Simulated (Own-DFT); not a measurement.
# A pressure from energies alone: alpha-quartz SiO2, 70 atoms (O46Si24), with two O vacancies

These are calculations. Each geometry was run twice at fixed positions with Own-DFT, a retired in-house plane-wave program that no person has reviewed: with PBE, and with HSE06 (exact exchange share 0.25 at short range, screening 0.11 per bohr, Gygi-Baldereschi treatment of its divergence). Both used PseudoDojo norm-conserving files made for PBE, a cutoff of 48 hartree, the Gamma point alone, fixed occupations, a neutral cell and no spin. One k point on a cell 8.5 Å thick isn't converged, and results move with the size of the cell. The oxygen file's force components were 24 meV/Å off all-electron values in a glass.

Unstrained cell vectors in Å: (9.827, 0.000, 0.000); (-4.913, 8.510, 0.000); (0.000, 0.000, 10.810), volume V0 = 904.1 Å³, from measured lattice constants. Each geometry has its own random strain of a few per cent, its own defect sites and random moves of rms u per axis. HSE06 gave the energy alone. D is its energy less that of PBE, over the lowest D shown. The PBE stress wasn't checked against mesh or cutoff.

| run | V - V0 (Å³) | u (Å) | P with PBE (GPa) | D (eV) |
|---|---|---|---|---|
| 1 | -6.4 | 0.0311 | 9.99 | 0.676 |
| 2 | -36.5 | 0.0307 | 16.42 | 0.000 |
| 3 | -28.7 | 0.0307 | 14.10 | 0.314 |
| 4 | 17.0 | 0.0286 | 3.60 | 1.447 |
| 5 | -12.8 | 0.0294 | 11.17 | 0.570 |
| 6 | -31.3 | 0.0295 | 15.25 | 0.083 |
| 7 | -4.1 | 0.0305 | 8.59 | 0.803 |
| 8 | -19.5 | 0.0283 | 11.34 | 0.444 |
| 9 | -8.5 | 0.0295 | 10.39 | 0.651 |
| 10 | -17.4 | 0.0313 | 12.09 | 0.566 |
| 11 | -4.7 | 0.0279 | 8.42 | 0.797 |
| 12 | 32.4 | 0.0310 | 0.68 | 1.858 |
| 13 | 1.7 | 0.0264 | 7.23 | 0.951 |
| 14 | -0.5 | 0.0293 | 6.82 | ? |

## Analysis

D = 0.95 + 0.0264 (V - V0) eV, with an error of 0.0010 on the volume slope and a scatter of 0.07 eV. Pressure is -dE/dV, and 1 eV/Å³ is 160.2 GPa, so HSE06 changes the pressure by -4.2 ± 0.2 GPa. Turning this into a change of volume would need the relaxed stiffness: quartz yields by tilting its tetrahedra, which these fixed-ion runs don't allow.

## The run left out

Question: what D should run 14 give?

Estimate: 0.93 eV, with rows scattering by 0.07. The hidden result is 0.945 eV.
